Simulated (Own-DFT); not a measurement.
## Calculated data, Si (diamond silicon, atoms displaced)

Computed with Own-DFT development build. A calculation, not a measurement: plane-wave PBE density functional theory by an unreviewed code, no spin, of a simulated periodic cell, stress positive in tension, free energy of the whole cell less one offset for each atom, some atoms lie very close together, k mesh not checked against a denser one; offsets are fitted by least squares, one for each functional and potential file, so energies compare only between cells with the same atoms and settings and are not formation energies; the far tail of each file's local potential was reset to the Coulomb form; each entry is a single point on an unrelaxed cell, so the pressure reflects the starting lattice, mostly measured values (interpolated for alloys), from which strain is counted, and rises with the displacements; printed positions are rounded, which can move forces by about a meV/angstrom; the program, named Own-DFT, is a retired in-house code; no spin-orbit coupling; before rounding, a Quantum ESPRESSO 7.3.1 run of the same cell and cutoff gave forces within 1 meV/angstrom rms on each cell, which checks the program and not the settings.

### Si (diamond silicon, atoms displaced)

```cif
# cell vector a (Å): 10.8620 0.0000 0.0000
# cell vector b (Å): 0.0000 10.8620 0.0000
# cell vector c (Å): 0.0000 0.0000 10.8620
data_Si
_symmetry_space_group_name_H-M 'P 1'
_symmetry_Int_Tables_number 1
_cell_length_a 10.8620
_cell_length_b 10.8620
_cell_length_c 10.8620
_cell_angle_alpha 90.000
_cell_angle_beta 90.000
_cell_angle_gamma 90.000
_cell_volume 1281.53
loop_
_atom_site_label
_atom_site_type_symbol
_atom_site_fract_x
_atom_site_fract_y
_atom_site_fract_z
_atom_site_occupancy
Si1 Si 0.00907 0.01117 0.99396 1
Si2 Si 0.01148 0.26072 0.23045 1
Si3 Si 0.23810 0.99424 0.25245 1
Si4 Si 0.25414 0.26344 0.98846 1
Si5 Si 0.12272 0.13161 0.13077 1
Si6 Si 0.14018 0.37944 0.34977 1
Si7 Si 0.37151 0.11750 0.36161 1
Si8 Si 0.38713 0.38909 0.10786 1
Si9 Si 0.00130 0.01095 0.49304 1
Si10 Si 0.00367 0.25524 0.75281 1
Si11 Si 0.24072 0.99509 0.76421 1
Si12 Si 0.26433 0.25362 0.53030 1
Si13 Si 0.15737 0.10458 0.61960 1
Si14 Si 0.13655 0.38944 0.86164 1
Si15 Si 0.34178 0.16188 0.87363 1
Si16 Si 0.37629 0.37354 0.62017 1
Si17 Si 0.00540 0.51828 0.00296 1
Si18 Si 0.01169 0.75120 0.23773 1
Si19 Si 0.23424 0.49397 0.25231 1
Si20 Si 0.27042 0.76353 0.01300 1
Si21 Si 0.11890 0.66577 0.11769 1
Si22 Si 0.10951 0.87961 0.39042 1
Si23 Si 0.38088 0.63209 0.37041 1
Si24 Si 0.38599 0.89540 0.10821 1
Si25 Si 0.01839 0.50444 0.50840 1
Si26 Si 0.00973 0.76650 0.73971 1
Si27 Si 0.23004 0.49905 0.73285 1
Si28 Si 0.23948 0.72885 0.50065 1
Si29 Si 0.14944 0.62094 0.63315 1
Si30 Si 0.15056 0.86057 0.88241 1
Si31 Si 0.40661 0.63122 0.88960 1
Si32 Si 0.36588 0.85638 0.62076 1
Si33 Si 0.49465 0.00443 0.00370 1
Si34 Si 0.49787 0.23379 0.25676 1
Si35 Si 0.76642 0.98498 0.25435 1
Si36 Si 0.78401 0.23775 0.98720 1
Si37 Si 0.64749 0.11340 0.12789 1
Si38 Si 0.61376 0.37635 0.41004 1
Si39 Si 0.86910 0.12737 0.36735 1
Si40 Si 0.87772 0.38278 0.12893 1
Si41 Si 0.50922 0.99004 0.51373 1
Si42 Si 0.48442 0.25962 0.76200 1
Si43 Si 0.72339 0.00008 0.76885 1
Si44 Si 0.74025 0.23795 0.50204 1
Si45 Si 0.62842 0.13080 0.62967 1
Si46 Si 0.63442 0.37113 0.85662 1
Si47 Si 0.88974 0.12815 0.84772 1
Si48 Si 0.87537 0.39602 0.61315 1
Si49 Si 0.47875 0.51682 0.01379 1
Si50 Si 0.50269 0.72337 0.25190 1
Si51 Si 0.75515 0.49533 0.25263 1
Si52 Si 0.76445 0.75351 0.01961 1
Si53 Si 0.65126 0.60632 0.12575 1
Si54 Si 0.64728 0.83771 0.36295 1
Si55 Si 0.86510 0.62194 0.35895 1
Si56 Si 0.87174 0.85946 0.12801 1
Si57 Si 0.49072 0.51292 0.48034 1
Si58 Si 0.49128 0.75891 0.75320 1
Si59 Si 0.77146 0.49577 0.77424 1
Si60 Si 0.71990 0.75773 0.50796 1
Si61 Si 0.61954 0.60957 0.63304 1
Si62 Si 0.63173 0.89829 0.84145 1
Si63 Si 0.87306 0.60586 0.88464 1
Si64 Si 0.89046 0.85668 0.63637 1
```

Here we set functional PBE, potential files PseudoDojo norm-conserving, scalar-relativistic, standard set, wave cutoff 20 hartree, occupations Fermi-Dirac, smearing width 0.1 eV and k mesh 3 x 3 x 3 centred on Gamma.

**Q.** Si (diamond silicon, atoms displaced): pressure?
**A.** 9.1 GPa

**Q.** Give the table of force values for Si (diamond silicon, atoms displaced).
**A.** 
Force:
| element | x (eV/Å) | y (eV/Å) | z (eV/Å) |
| --- | --- | --- | --- |
| Si | -0.514 | -1.575 | -0.232 |
| Si | -1.886 | 0.268 | 2.463 |
| Si | 0.559 | -0.185 | -0.265 |
| Si | -4.321 | 4.488 | 6.28 |
| Si | 1.736 | -1.081 | -2.07 |
| Si | -4.209 | -5.038 | 6.845 |
| Si | -0.418 | -0.695 | 2.868 |
| Si | -3.496 | -4.812 | 4.464 |
| Si | -1.222 | 0.632 | 2.322 |
| Si | 1.804 | 1.713 | -3.053 |
| Si | 2.546 | 0.069 | -0.472 |
| Si | -2.237 | -2.603 | -5.203 |
| Si | -3.296 | 1.25 | -0.265 |
| Si | -2.733 | -1.499 | 2.896 |
| Si | 4.763 | -7.145 | -4.338 |
| Si | 2.429 | 4.006 | 1.748 |
| Si | 1.674 | -1.691 | 0.993 |
| Si | -4.074 | 2.435 | 5.514 |
| Si | 5.437 | 6.218 | -5.356 |
| Si | 0.521 | -2.297 | -1.109 |
| Si | 3.819 | -4.933 | -2.893 |
| Si | 1.633 | -2.273 | -1.964 |
| Si | -4.29 | -0.911 | -0.106 |
| Si | -1.891 | -2.549 | 5.201 |
| Si | -0.376 | 0.244 | -2.313 |
| Si | 4.036 | -4.752 | 4.498 |
| Si | 6.939 | -3.594 | 3.347 |
| Si | 1.55 | 3.029 | -2.314 |
| Si | -6.254 | 4.318 | -2.474 |
| Si | -3.141 | 0.883 | 0.097 |
| Si | -4.472 | 2.704 | -3.26 |
| Si | -0.185 | 1.79 | 0.165 |
| Si | 3.433 | 3.792 | -3.703 |
| Si | 1.951 | 2.339 | -1.498 |
| Si | -1.367 | -0.15 | -0.004 |
| Si | -2.276 | 1.277 | 1.168 |
| Si | -0.886 | 0.637 | -0.465 |
| Si | 1.156 | -1.691 | -3.823 |
| Si | 1.323 | 0.918 | -0.017 |
| Si | 0.6 | -0.252 | -1.835 |
| Si | -0.581 | -0.271 | -1.71 |
| Si | 1.639 | -0.251 | -1.601 |
| Si | 14.86 | 14.12 | -10.93 |
| Si | 1.963 | 1.934 | -0.143 |
| Si | -2.204 | -0.982 | 1.482 |
| Si | -0.645 | -0.728 | 2.91 |
| Si | -1.143 | -2.827 | 1.734 |
| Si | 0.058 | -2.335 | 0.959 |
| Si | 7.234 | -0.109 | -0.089 |
| Si | 2.213 | 2.705 | -3.125 |
| Si | -1.144 | -2.917 | 1.625 |
| Si | -3.482 | -2.848 | -4.808 |
| Si | -2.941 | 1.562 | -1.112 |
| Si | -3.486 | 4.37 | -3.944 |
| Si | 2.329 | 1.857 | 2.376 |
| Si | 4.095 | 4.097 | 1.239 |
| Si | 0.201 | -0.81 | 4.001 |
| Si | 1.932 | -0.692 | -0.68 |
| Si | -3.135 | -1.717 | -4.965 |
| Si | 4.603 | -3.77 | 5.211 |
| Si | 0.017 | 0.859 | 0.444 |
| Si | -13.28 | -14.97 | 12.49 |
| Si | 1.861 | 5.873 | 1.367 |
| Si | -5.322 | 4.567 | -4.564 |

Further results for Si (diamond silicon, atoms displaced):

* free energy of cell above offsets: 29.493 eV
* stress xx: -7.97 GPa
* stress yy: -10 GPa
* stress zz: -9.34 GPa
* stress yz: 4.77 GPa
* stress xz: 1 GPa
* stress xy: -3.14 GPa
